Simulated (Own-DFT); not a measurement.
# A change of arrangement and its cost: C16Si16, 32 atoms

All numbers below are calculated, not measured. The program, named Own-DFT, is a retired in-house plane-wave density functional code that no person has reviewed. Each row is one single-point run on a periodic cell that was not relaxed, without spin or spin-orbit coupling.

Settings of every run: PBE; PseudoDojo norm-conserving scalar-relativistic files; cutoff 42 hartree; 5 x 5 x 3 k mesh centred on Gamma; Fermi-Dirac smearing of 0.1 eV.

Known limits: forces on such cells passed a denser k mesh, each cell not checked; stress not checked against mesh or cutoff.

All cells hold the same atoms in the same cell, with vectors in Å (6.165, 0.000, 0.000); (-3.083, 5.339, 0.000); (0.000, 0.000, 10.068). Every atom was moved at random from its ideal site; u is the rms move along one axis. E is the free energy of the cell above the lowest run. The arrangements:

- A: 2H SiC
- B: 4H SiC

```
arrangement,u (Å),E (eV),P (GPa)
A,0.0270,0.248,3.77
A,0.0299,0.352,3.77
A,0.0345,0.855,4.39
A,0.0500,2.581,5.72
A,0.0557,3.133,5.86
A,0.0584,3.187,5.61
B,0.0279,0.000,3.58
B,0.0294,0.213,3.67
B,0.0297,0.192,3.73
B,0.0575,3.188,6.15
B,0.0602,3.266,5.70
B,0.0643,4.095,6.45
```

Question: once the cost of the random moves is taken out, how do the arrangements rank?

## Worked answer

Fit E = a + b u², with one b for all and one a for each arrangement, and with residuals divided by u², since the noise grows with the moves. Then b = 1204 eV/Å², the scatter at u = 0.04 Å is 0.10 eV, and against A:

- B: -0.24 ± 0.04 eV (lower)

These are energies of unrelaxed cells. Relaxing the atoms lowers the strained arrangements most, so the gaps would shrink and small ones could change sign.
